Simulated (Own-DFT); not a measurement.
# Misfit strain and the stress it brings: wurtzite AlGaN with randomly placed atoms, 72 atoms (Al27Ga9N36)

The numbers are computed, not measured, by runs of the plane-wave DFT program Own-DFT (in-house, retired, unreviewed) at fixed positions, with no spin and no spin-orbit coupling.

All runs used: PBE; PseudoDojo norm-conserving scalar-relativistic files; cutoff 42 hartree; 4 x 4 x 3 k mesh centred on Gamma; Fermi-Dirac smearing of 0.1 eV.

Limits: forces on such cells passed a denser k mesh, each cell not checked; stress not checked against mesh or cutoff.

Unstrained cell vectors in Å: (9.394, 0.000, 0.000); (-4.697, 8.135, 0.000); (0.000, 0.000, 10.066). The unstrained cell has measured lattice constants (interpolated for alloys), not those of this functional. That, the random moves and any unrelaxed bonds set the pressure at no strain. Each run strains x and y alike by e, as a substrate would, and holds the height along z. Each atom got a random Gaussian move of width 0.05 Å along each axis. The random placing of the alloy's atoms differs from row to row. Stress is positive in tension.

```
e (%),u (Å),(s_xx + s_yy)/2 (GPa),s_zz (GPa)
-3.00,0.055,-26.48,-13.07
-2.75,0.047,-25.05,-11.06
-1.75,0.049,-17.98,-7.91
-1.50,0.050,-14.92,-10.46
-1.00,0.052,?,?
-0.50,0.052,-7.96,-9.92
0.75,0.049,-0.80,-9.72
2.50,0.051,6.35,-2.42
2.75,0.054,5.89,-2.11
3.00,0.052,8.08,-3.81
```

## Worked fit

With e as a fraction, the in-plane stress is -5.3 + 578 e - 4949 e² GPa (errors 11 and 723, scatter 0.72), and s_zz is -7.7 + 153 e GPa (slope ± 28, scatter 1.86). At e = 0 the first slope is C11 + C12 and the second 2 C13, both with the ions held to the strained lattice and at the cell's own pressure. The term in e² is negative: the layer stiffens under compression and softens under tension. A free layer would change its height as e changes, and the in-plane slope would drop by 2 C13²/C33 to the biaxial modulus. At fixed height, a misfit of 1 % moves the in-plane stress by about 5.8 GPa and s_zz by 1.5 GPa.

## Test on the hidden row

Question: what are the two stresses at e = -1.00 %?

The fitted form gives -11.5 and -9.3 GPa. Computed: -11.79 and -10.43 GPa.
